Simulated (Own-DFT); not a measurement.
# Computed records: GaP (zincblende, strongly disordered by large displacements), InAs (zincblende, strongly disordered by large displacements)

Computed with Own-DFT development build. A calculation, not a measurement: plane-wave PBE density functional theory by an unreviewed code, no spin, of a simulated periodic cell, stress positive in tension, free energy of the whole cell less one offset for each atom, forces on such cells passed a denser k mesh, this cell's mesh not checked; broken bonds can close the gap or carry spin, so checks made on this kind of crystal may not hold here; offsets are fitted by least squares, one for each functional and potential file, so energies compare only between cells with the same atoms and settings and are not formation energies; the far tail of each file's local potential was reset to the Coulomb form; each entry is a single point on an unrelaxed cell, so the pressure reflects the starting lattice, mostly measured values (interpolated for alloys), from which strain is counted, and rises with the displacements; printed positions are rounded, which can move forces by about a meV/angstrom; the program, named Own-DFT, is a retired in-house code; no spin-orbit coupling.

Common to all runs: functional PBE; potential files PseudoDojo norm-conserving, scalar-relativistic, standard set; wave cutoff 42 hartree; occupations Fermi-Dirac; smearing width 0.1 eV; k mesh 3 x 3 x 3 centred on Gamma.

(1) GaP (zincblende, strongly disordered by large displacements)

```xyz
64
Lattice="10.9010 0.0000 0.0000 0.0000 10.9010 0.0000 0.0000 0.0000 10.9010" Properties=species:S:1:pos:R:3 GaP
Ga     0.2019     0.0398    10.6409
Ga    10.8712     3.0076     2.6530
Ga     2.4736     0.0908     3.2065
Ga     2.6450     2.7035     0.4755
P      1.2239     1.5560     1.3583
P      1.2541     3.8692     3.9663
P      4.2983     1.7410     4.4709
P      4.3420     3.4934     1.1763
Ga    10.5233     0.3138     5.5485
Ga    10.4352     2.9537     8.4407
Ga     2.5944    10.8524     8.0484
Ga     2.6121     2.8401     5.3712
P      1.4690     1.0878     5.8740
P      1.0357     3.6113    10.0171
P      4.0672     1.5369     9.4647
P      4.4394     4.2197     6.7404
Ga    10.8122     5.2451    10.8581
Ga     0.2217     7.7944     2.6084
Ga     2.3671     5.6821     2.7380
Ga     2.4987     8.0915     0.0327
P      1.4424     6.7946     1.3637
P      0.8647     9.3157     3.7613
P      3.9720     6.6235     4.9050
P      3.6284     9.7827     1.5129
Ga     0.6496     5.7197     5.3715
Ga     0.1695     7.6056     8.0973
Ga     2.4023     5.8409     8.5394
Ga     2.7466     8.0845     5.5975
P      1.6838     6.6490     6.8229
P      1.4829     9.6268     9.2223
P      4.0726     7.0890     9.7737
P      4.3881     8.8963     6.4744
Ga     5.5132    10.4595     0.2407
Ga     5.9793     2.9886     2.5999
Ga     7.8061    10.7390     2.8771
Ga     8.5450     3.2979    10.8055
P      7.0545     1.3072     1.6973
P      7.2079     4.1307     3.7049
P      9.7581     1.3885     4.0147
P      9.4958     4.1995     1.4317
Ga     5.2002    10.8408     5.0594
Ga     5.6712     3.1459     7.9039
Ga     8.8139     0.0003     7.8385
Ga     8.4246     2.4730     6.1023
P      6.3634     1.6031     6.7636
P      6.7403     3.6430     9.5548
P      9.6645     1.2013     9.2347
P      9.7244     3.8437     6.7740
Ga     5.0608     5.1190     0.0970
Ga     5.3097     8.1785     2.6030
Ga     8.3061     5.5840     2.3167
Ga     8.8019     8.8772     0.0706
P      6.6286     6.5782     1.8930
P      6.9560     9.7653     4.6947
P      9.7324     6.7545     4.5032
P      9.7849     9.5383     1.7175
Ga     5.6707     5.5645     5.0941
Ga     5.2726     8.2161     8.6335
Ga     7.6369     5.7371     8.9799
Ga     8.5084     7.7357     5.9270
P      7.0278     7.2990     7.2272
P      6.6807     9.6919     9.6709
P      9.2863     7.3334     9.4675
P     10.0472     8.7444     6.7816
```

It was run with hardware one NVIDIA H100.

It finds free energy of cell above offsets 23.970 eV; pressure 15.46 GPa; stress xx -17.14 GPa; stress yy -14.42 GPa; stress zz -14.83 GPa; stress yz -0.72 GPa; stress xz -2.14 GPa; stress xy 0.18 GPa; wall time 600.9 s.

Force:
```
element  x (eV/Å)  y (eV/Å)  z (eV/Å)
     Ga    -0.254     0.222     1.133
     Ga    -2.241    -3.501    -1.206
     Ga    -0.239      0.89     0.004
     Ga     0.122     -0.72    -4.335
      P    -2.519    -3.795     2.337
      P     2.603     4.417     1.706
      P    -0.193     0.922    -3.136
      P     1.458     1.196     3.028
     Ga    -1.787    -4.512     2.289
     Ga     2.561     0.614     1.241
     Ga     3.572     3.918    -3.294
     Ga     1.562     1.388     1.646
      P     3.708    -1.176     3.209
      P     1.939     1.009    -2.223
      P    -0.472    -0.818     0.101
      P    -4.097     3.275    -2.632
     Ga    -0.005     3.343    -0.216
     Ga    -4.865    -0.546     1.167
     Ga     4.105    -3.847     4.684
     Ga     0.793     3.709    -0.604
      P    -1.598    -2.051    -5.876
      P      3.01     3.968     4.603
      P    -1.519    -0.855    -5.123
      P     1.372    -1.408    -0.359
     Ga    -3.346    -3.609    -3.229
     Ga     1.584    -0.658     3.747
     Ga     2.308    -3.375     3.763
     Ga      -5.6     3.829    -2.066
      P     0.534     1.477     0.641
      P    -2.652    -4.348     3.213
      P    -2.213    -5.185     2.362
      P     2.933     3.652     2.759
     Ga    -2.575     3.557     2.993
     Ga    -3.305    -2.769    -0.345
     Ga     3.113    -1.885     2.379
     Ga    -2.054    -4.367    -3.236
      P    -1.229     1.254    -4.789
      P     1.816      2.59     4.912
      P    -3.805     1.978    -2.933
      P     3.158     0.175     1.213
     Ga     -1.04    -0.956     2.383
     Ga    -1.506      -1.8     1.791
     Ga    -2.678    -3.201    -3.555
     Ga    -3.165    -3.404    -3.037
      P     2.754    -3.998    -2.467
      P     1.352     3.034     3.976
      P     0.119     0.217     5.428
      P      1.98     6.141    -1.305
     Ga     2.046     3.109    -1.416
     Ga    -0.937     1.489     1.556
     Ga     1.773     1.295     4.113
     Ga    -3.457    -0.877    -2.847
      P    -4.058     1.789    -3.189
      P     2.289    -2.876    -1.229
      P     0.738    -1.712    -4.187
      P     1.125     2.216     2.158
     Ga     4.654    -3.042     1.063
     Ga     3.176     3.161    -3.877
     Ga     0.345     0.264    -1.209
     Ga     -1.84     0.643    -2.974
      P    -4.243    -3.223     2.422
      P     3.759    -1.171    -2.561
      P      0.78    -2.657     1.002
      P     0.355     7.597    -1.563
```

(2) InAs (zincblende, strongly disordered by large displacements)

```xyz
64
Lattice="12.1166 0.0000 0.0000 0.0000 12.1166 0.0000 0.0000 0.0000 12.1166" Properties=species:S:1:pos:R:3 InAs
In     0.2848    11.8672    11.6159
In     0.6079     2.3455     3.3504
In     2.7400     0.7737     3.0002
In     2.6690     2.7110    12.0855
As     0.8064     1.6069     1.2437
As     1.7743     5.0105     4.6547
As     4.8767     1.2086     4.0684
As     4.6650     4.4370     1.8697
In     0.6871    11.9795     6.0459
In    12.0731     3.4528     9.1746
In     2.8306     0.3488     9.5828
In     3.4196     3.1118     6.5798
As     0.9224     1.5771     7.4374
As     1.3256     4.9664    10.4188
As     4.5940     1.4464    10.3843
As     4.4138     4.6938     7.8300
In     0.3499     5.5837     0.2082
In     0.4721     8.9540     3.3034
In     3.5355     5.5952     3.4097
In     3.1321     8.8853    11.9327
As     1.1480     7.4485     1.1039
As     1.4103    10.3518     4.7578
As     4.2727     7.4784     4.3598
As     4.1518    10.6462     1.0038
In     0.0251     5.1007     6.0909
In    12.0270     9.4702     9.1903
In     3.1413     5.9611     9.1708
In     3.0245     9.3726     6.0868
As     2.1499     6.9944     7.4454
As     1.9960    10.7626    10.7051
As     4.7712     7.8266    10.8541
As     4.7912    10.3617     7.9059
In     6.4701    11.7878    12.0987
In     6.1948     3.1761     2.8734
In     9.5113    11.6071     3.5706
In     8.9321     3.1725     0.5148
As     7.2402     1.7791     1.4668
As     8.1459     4.5826     5.2917
As     9.8099     1.5323     4.4453
As    10.5023     4.3304     1.9114
In     6.3533    11.9070     6.2135
In     5.9006     2.6816     9.0462
In     9.2683     0.7473     8.7875
In     8.9486     2.6910     6.1388
As     6.8224     1.6089     7.3550
As     7.4561     4.4510    10.2551
As    11.3430     1.8087    10.5114
As    10.3417     4.4844     7.5485
In     5.6538     6.1389     0.0726
In     5.5672     8.4936     2.8727
In     9.7214     6.2668     2.9521
In     8.9119     8.6756     0.0098
As     6.7961     7.6759     1.2199
As     7.3612    10.3510     4.9540
As    10.5430     7.3247     4.7490
As    10.6240    10.8964     1.1473
In     6.1781     6.5315     6.1125
In     6.5271     8.9827     9.7191
In     8.8609     6.6052     9.1966
In     8.6688     9.3419     6.4201
As     7.4702     7.7859     7.4467
As     7.9882    11.0068    10.6466
As    11.1147     7.8066    10.3834
As    10.3275    10.2700     7.5864
```

Here we set hardware one NVIDIA H200.

The calculation gives: free energy of cell above offsets 30.778 eV; pressure 14.73 GPa; stress xx -11.94 GPa; stress yy -16.54 GPa; stress zz -15.7 GPa; stress yz -4.37 GPa; stress xz 2.23 GPa; stress xy -0.77 GPa; wall time 1322 s.

Force:
```
element  x (eV/Å)  y (eV/Å)  z (eV/Å)
     In    -4.081     1.552     2.164
     In    -2.361     3.307     6.001
     In     0.423    -2.088    -0.814
     In     1.509     1.418    -0.878
     As      0.07    -1.653    -4.102
     As    -1.043    -3.018     0.194
     As     0.816     0.444     2.021
     As    -2.195     0.273    -6.533
     In    -3.296     0.617     0.327
     In     0.176     1.956    -3.534
     In     -1.29     1.608      -6.4
     In     -2.87    -3.928    -3.737
     As     2.311      3.46     3.039
     As     2.672     -1.71    -1.564
     As      0.79    -0.048     5.776
     As     5.875     0.458    -0.623
     In     -4.85     -2.75      2.72
     In    -3.725    -3.904    -3.957
     In    -1.041    -0.321    -1.639
     In    -4.674    -0.699     2.056
     As     2.776     5.295     2.651
     As     2.276     1.176    -2.277
     As    -1.011      2.51     6.336
     As     1.832     2.708     3.134
     In    -1.563     1.805     1.192
     In     2.893     2.876    -2.115
     In     1.017      2.16     5.796
     In     3.056    -2.359     2.976
     As    -3.329     3.242    -4.337
     As    -0.001    -6.567    -0.502
     As    -0.241     -2.48    -4.434
     As    -0.769      0.73    -0.326
     In    -4.199     1.827     3.215
     In     1.885     0.134     5.926
     In     -0.94    -4.077    -2.139
     In    -0.027     0.338    -3.098
     As     1.545     -4.82    -2.306
     As    -3.271     5.729    -3.598
     As     3.966     1.488    -2.479
     As     3.107    -1.064    -0.801
     In    -4.126    -1.667    -0.172
     In     0.295     5.923     1.377
     In     0.347    -0.754     0.182
     In     -0.13     -2.08     5.548
     As     4.356     1.799     -1.18
     As     0.478     0.628      1.59
     As    -3.337    -3.312     3.079
     As    -1.443     0.045     1.407
     In    -0.573    -6.896    -1.315
     In     0.413     5.474     0.002
     In     -3.02     -0.02    -1.849
     In     1.331     1.091    -0.216
     As     6.977     1.523    -0.316
     As    -0.927    -0.664    -7.984
     As     2.077     2.976     3.415
     As    -0.871    -1.447     1.267
     In    -2.848    -4.009    -2.798
     In     1.067     1.799    -1.907
     In       1.1    -1.212     0.493
     In     3.482    -1.181    -1.545
     As     -0.73    -1.154     5.563
     As     3.437    -2.013    -3.093
     As    -3.063    -4.635     3.356
     As      3.49     4.161     1.763
```

(3) InAs (zincblende, strongly disordered by large displacements)

```xyz
64
Lattice="12.1166 0.0000 0.0000 0.0000 12.1166 0.0000 0.0000 0.0000 12.1166" Properties=species:S:1:pos:R:3 InAs
In     0.8225     0.1311     0.1756
In     0.1771     3.4420     2.9667
In     3.3381     0.0516     2.5596
In     3.3202     3.1223     0.2907
As     1.7721     1.8239     1.2962
As     1.7112     5.0891     4.6994
As     4.2509     1.4863     4.0568
As     4.1556     5.1806     1.2146
In     0.2825    11.9731     5.9234
In     0.4128     2.2765     9.5883
In     2.9158     0.5556     8.2447
In     3.3311     2.7874     5.9523
As     0.9017     1.3152     7.6203
As     1.5142     4.5663    10.6693
As     4.4683     1.6015    10.3093
As     4.0873     4.3090     7.8371
In    11.8612     6.2644    12.0234
In     0.1364     9.1089     2.8631
In     3.2320     5.8658     3.1115
In     3.1683     9.2109    11.9561
As     1.6303     7.4137     1.3116
As     1.7207    10.6165     4.8677
As     4.8427     6.9576     4.1994
As     4.5274    10.5533     1.5593
In    12.1062     6.0619     5.6847
In    11.8626     9.0803     9.3292
In     3.1706     6.1405     8.6888
In     2.8512     9.0933     6.2552
As     1.9382     7.7965     7.8159
As     1.5036    10.4063    10.2822
As     4.0426     7.4896    10.8178
As     4.6992     9.8988     7.5917
In     5.7795     0.0171     0.2157
In     6.1909     3.2448     3.1812
In     9.0359    11.8643     2.8541
In     9.1349     3.5636     0.1534
As     7.4162     1.8907     1.2014
As     7.7330     4.5525     5.1123
As    10.7359     1.0102     4.7175
As    10.7162     4.5423     1.4042
In     5.7561    11.8398     5.2683
In     5.6932     2.9948     9.0517
In     9.3181    12.0376     8.9269
In     9.3465     3.4755     6.2168
As     6.8745     1.8537     7.5102
As     7.1139     4.3405    10.7330
As    10.4014     1.2789    10.3920
As    10.5559     4.8215     7.5392
In     6.0648     6.2570    11.5652
In     6.1375     8.9612     2.5337
In     8.7499     6.3502     3.0673
In     8.9464     9.0372     0.1885
As     7.5247     7.0909     0.9306
As     7.0831    10.2792     4.3590
As    10.2995     6.7680     4.6317
As    10.6156    10.1191     1.4640
In     6.0082     6.4462     6.0199
In     6.3771     8.7170     9.4957
In     9.4830     6.3859     8.7129
In     8.9267     8.7996     5.6593
As     7.1308     7.3485     7.8888
As     6.9322    10.5673    11.2185
As    10.2731     7.8566    10.2680
As    10.7664     9.7619     7.5510
```

Here we set hardware one NVIDIA H200.

The calculation gives: free energy of cell above offsets 23.189 eV; pressure 13.34 GPa; stress xx -13.9 GPa; stress yy -12.02 GPa; stress zz -14.1 GPa; stress yz -3.93 GPa; stress xz -2.09 GPa; stress xy 1.16 GPa; wall time 1363 s.

Force:
```
element  x (eV/Å)  y (eV/Å)  z (eV/Å)
     In    -3.084    -4.478    -3.637
     In     0.711    -1.364     1.563
     In    -5.086     0.344     0.315
     In     2.318     1.474    -4.069
     As    -1.648     0.659     4.865
     As     2.108    -5.211    -0.511
     As     2.722     2.408     2.181
     As      3.69    -1.519    -3.287
     In    -2.921    -1.136     1.361
     In    -0.708     3.688     3.904
     In     5.322    -3.075     2.197
     In    -1.552     0.931     0.619
     As    -1.573     2.129    -3.677
     As    -0.098    -0.287    -0.315
     As    -3.384    -3.644     3.999
     As     1.655    -2.238    -3.039
     In     0.489     0.089    -1.177
     In     1.918    -1.465     1.796
     In    -4.119     0.315    -0.148
     In    -2.919     2.913     1.955
     As    -0.069     0.972     0.885
     As     1.736    -1.421    -5.398
     As     1.227     5.085    -1.343
     As     0.172    -3.323    -1.374
     In     0.692     1.213     5.824
     In     5.892     0.061     1.638
     In    -0.514     0.336     4.007
     In     2.372     0.503     -3.01
     As    -6.094    -0.053     1.295
     As     2.015     2.443      1.34
     As     2.207    -3.233    -3.259
     As      1.37     2.683     0.335
     In    -1.249      5.26     0.037
     In    -0.058     0.544    -0.279
     In    -0.141     0.584     0.031
     In    -3.003    -2.578    -3.333
     As     0.174    -1.178      1.22
     As    -4.456      2.19    -3.932
     As     -2.54     2.862    -1.898
     As     1.404     2.564     2.487
     In    -2.752     3.161     3.991
     In     1.969     3.887      1.21
     In    -2.503    -2.765    -3.008
     In     0.587    -6.473     -0.14
     As      3.93     -3.31    -4.316
     As     2.141    -1.464    -1.116
     As     1.172     2.482     4.063
     As     5.833    -1.193     1.014
     In    -3.725     -0.64    -1.585
     In     0.312    -2.895    -0.263
     In    -2.737    -2.238    -2.953
     In    -1.545    -0.074     -1.84
     As     2.529      2.29     4.143
     As     4.582    -2.082    -1.136
     As    -1.222     3.975    -0.016
     As     0.346     3.326     0.169
     In      0.89    -2.549     2.424
     In    -2.766     3.406     3.019
     In    -4.109     0.318    -0.211
     In     0.079    -0.038     1.334
     As     3.558    -1.767    -1.874
     As     4.354    -3.612    -3.204
     As     -2.18    -1.456     6.017
     As    -3.723      3.66    -5.889
```

(4) GaP (zincblende, strongly disordered by large displacements)

```xyz
64
Lattice="10.9010 0.0000 0.0000 0.0000 10.9010 0.0000 0.0000 0.0000 10.9010" Properties=species:S:1:pos:R:3 GaP
Ga    10.7186     0.2011    10.8005
Ga     0.1749     2.7851     3.1383
Ga     3.1486    10.8989     2.9236
Ga     3.0483     2.3281    10.8750
P      1.3205     1.4207     1.3907
P      1.1900     4.0419     4.2397
P      3.9678     1.2508     4.1814
P      4.2907     4.1097     1.2244
Ga     0.0190    10.6000     5.3856
Ga    10.7742     2.9860     8.2006
Ga     2.8557    10.7778     8.1275
Ga     2.5666     2.4033     5.3393
P      1.2820     1.3455     6.8473
P      1.0642     4.0405     9.4056
P      4.1129     1.1106     9.7203
P      3.9939     4.2544     6.9916
Ga     0.1185     5.5574     0.1433
Ga     0.0841     8.2425     2.3228
Ga     2.8160     5.7677     2.9672
Ga     2.9248     8.4442     0.2158
P      1.2806     7.0530     1.3346
P      1.4497     9.2703     3.9465
P      4.1496     6.7223     4.2425
P      4.1307     9.5614     1.2745
Ga    10.8687     5.5605     5.5602
Ga     0.3853     7.9710     7.9994
Ga     2.8725     5.1501     8.2680
Ga     2.8428     8.3142     5.1178
P      1.5243     6.5718     6.6573
P      1.3151     9.5119     9.3335
P      4.0489     6.7402     9.2760
P      3.9668     9.4107     6.3811
Ga     5.5614     0.1312    10.5954
Ga     5.5599     2.4879     2.6569
Ga     8.1758     0.1727     2.5342
Ga     8.2860     2.6890    10.7955
P      6.9212     1.2024     1.3373
P      6.8643     3.9389     4.7041
P     10.0475     1.3575     4.2601
P      9.5111     3.8619     0.8674
Ga     6.0924    10.8420     5.4212
Ga     5.3042     2.6135     8.3493
Ga     8.2740     0.2326     8.2104
Ga     8.3000     2.9667     5.6077
P      6.6229     1.5231     6.8310
P      6.8075     3.8473     9.1812
P      9.5616     1.1216     9.3651
P      9.6249     4.2743     6.8141
Ga     5.0411     5.5759    10.5882
Ga     5.4779     7.8589     2.9482
Ga     8.2775     5.6040     2.7708
Ga     8.2455     8.0997     0.4525
P      7.1459     6.7635     1.3626
P      6.9895     9.5985     4.2080
P      9.7750     6.9386     3.8695
P      9.9024     9.7795     1.3613
Ga     5.3644     5.1471     5.3247
Ga     5.4097     8.2042     7.6944
Ga     7.7180     5.3666     8.3531
Ga     7.9599     8.2729     5.5986
P      6.6684     6.9482     6.6495
P      6.4587     9.3871     9.8037
P      9.5633     6.7461    10.0014
P      9.5792     9.3352     6.8811
```

Settings of this run: hardware one NVIDIA H100.

Results for GaP (zincblende, strongly disordered by large displacements): free energy of cell above offsets 5.383 eV; pressure 12.64 GPa; stress xx -12.93 GPa; stress yy -13.57 GPa; stress zz -11.43 GPa; stress yz -2.46 GPa; stress xz -2.96 GPa; stress xy 0.34 GPa; wall time 554.3 s.

Force:
```
element  x (eV/Å)  y (eV/Å)  z (eV/Å)
     Ga     4.244    -0.802     0.761
     Ga    -1.881    -2.328    -6.991
     Ga    -4.793    -4.308    -4.788
     Ga    -4.703     4.689      4.06
      P     1.064    -0.217     0.164
      P     4.886     4.985     2.416
      P     5.752     3.168     2.404
      P    -1.039    -0.653     1.321
     Ga     1.121    -0.937     1.381
     Ga    -1.856    -4.147    -2.743
     Ga    -1.062    -0.077    -1.162
     Ga    -0.811     2.445     1.487
      P    -0.013     -0.96     0.827
      P      5.26     2.761     4.258
      P    -1.623     0.568    -6.741
      P     4.354    -5.923    -5.633
     Ga     0.369    -2.424    -0.436
     Ga    -2.446     2.178     5.057
     Ga    -3.367    -3.015    -3.245
     Ga    -4.973    -4.025    -4.981
      P      6.19    -4.584     -2.45
      P    -1.922     2.982     -1.91
      P     1.453     0.142     1.557
      P     4.952     3.233     4.515
     Ga     -0.39     0.329    -2.186
     Ga    -1.846    -0.205     0.613
     Ga    -6.467      2.99     3.865
     Ga    -1.742    -4.149     0.706
      P     2.106     1.374     0.816
      P     1.171     0.622     2.097
      P    -1.677     4.578    -1.245
      P     3.513     4.214     4.067
     Ga     2.918    -1.326     5.065
     Ga    -0.718     1.361      1.14
     Ga     4.536    -2.902     3.902
     Ga    -3.824    -3.472    -3.279
      P    -2.657     2.842    -3.297
      P    -1.705     0.994    -7.626
      P    -5.203    -0.808     0.324
      P     4.109     4.112      6.09
     Ga    -5.128     3.178     3.183
     Ga    -2.358    -0.271    -1.753
     Ga    -5.233    -4.605    -4.304
     Ga     4.435     -4.58      2.45
      P     2.254     -0.41     0.684
      P    -1.508    -3.022     5.235
      P     2.038     6.256     1.673
      P    -2.265     0.506     1.465
     Ga     3.921     -2.67     2.747
     Ga     2.027     1.971    -2.545
     Ga     1.088    -2.583     1.003
     Ga     3.665     5.443    -3.766
      P    -7.076    -3.231     2.202
      P     1.573     -2.86    -6.548
      P    -1.016    -0.121     1.564
      P    -4.393     0.079     0.387
     Ga    -2.225     2.551     2.852
     Ga    -2.199      1.98     3.381
     Ga     4.577     5.679    -3.117
     Ga     3.845    -0.398    -0.453
      P     1.158    -4.888     0.001
      P     3.417    -3.379    -3.127
      P    -1.686     1.388    -3.635
      P    -0.191     0.679     0.243
```
